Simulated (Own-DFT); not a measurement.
# Reading a pressure off an energy slope: monoclinic HfO2, 94 atoms (Hf32O62), with two O vacancies

All values are computed. Each geometry was run twice at fixed positions with Own-DFT, a retired in-house plane-wave program that no person has reviewed: with PBE, and with HSE06 (exact exchange share 0.25 at short range, screening 0.11 per bohr, Gygi-Baldereschi treatment of its divergence). Both used PseudoDojo norm-conserving files made for PBE, a cutoff of 48 hartree, the Gamma point alone, fixed occupations, a neutral cell and no spin. The unstrained cell is 10.1 Å across at its thinnest, so Gamma alone is coarse and defects feel their images. The hafnium file keeps the 4f electrons in the core, and its forces lie about 75 meV/Å off all-electron values. The oxygen file's force components were 24 meV/Å off all-electron values in a glass.

Unstrained cell vectors in Å: (10.234, 0.000, 0.000); (0.000, 10.350, 0.000); (-1.695, 0.000, 10.445), volume V0 = 1106.4 Å³, from measured lattice constants. Each geometry has its own random strain of a few per cent, its own defect sites and random moves of rms u per axis. HSE06 gave the energy alone. D is its energy less that of PBE, over the lowest D shown. The PBE stress wasn't checked against mesh or cutoff.

| run | V - V0 (Å³) | u (Å) | P with PBE (GPa) | D (eV) |
|---|---|---|---|---|
| 1 | 16.7 | 0.0508 | 0.95 | 1.755 |
| 2 | -18.7 | 0.0304 | 7.68 | 0.521 |
| 3 | -5.4 | 0.0273 | 5.90 | 0.821 |
| 4 | 21.3 | 0.0271 | -0.77 | 1.637 |
| 5 | -12.9 | 0.0285 | 7.37 | 0.689 |
| 6 | -8.9 | 0.0288 | 5.78 | 0.799 |
| 7 | 43.0 | 0.0496 | -3.42 | 2.204 |
| 8 | 3.2 | 0.0523 | 5.35 | 1.275 |
| 9 | -7.7 | 0.0474 | 7.56 | 0.990 |
| 10 | 12.9 | 0.0309 | 1.34 | 1.287 |
| 11 | -50.6 | 0.0493 | 17.79 | 0.000 |
| 12 | -37.2 | 0.0450 | 14.87 | 0.293 |
| 13 | -31.8 | 0.0534 | 13.40 | ? |

## Worked fit

D = 0.90 + 0.0244 (V - V0) + 130 u² eV, with an error of 0.0008 on the volume slope, 25 on the last term and a scatter of 0.07 eV. Pressure is -dE/dV, and 1 eV/Å³ is 160.2 GPa, so HSE06 changes the pressure by -3.9 ± 0.1 GPa. With the ions held to the strained lattice, the PBE pressure falls by 259 ± 9 GPa per unit of volume strain; the shape of the strain isn't fitted, so the true error is larger, and a relaxed crystal would be softer. On that slope HSE06's volume at a given pressure is about 1.5 % smaller, or 0.5 % in lengths. At u = 0 and V0 the PBE pressure is 3.3 GPa, which puts the zero-pressure volume, against the measured cell and with the defects in, at +1.3 % for PBE and -0.2 % for HSE06, each good to a few tenths of a per cent.

## Check

Asked: what D should run 13 give?

The fit gives 0.50 eV, with rows scattering by 0.07. The hidden result is 0.408 eV.
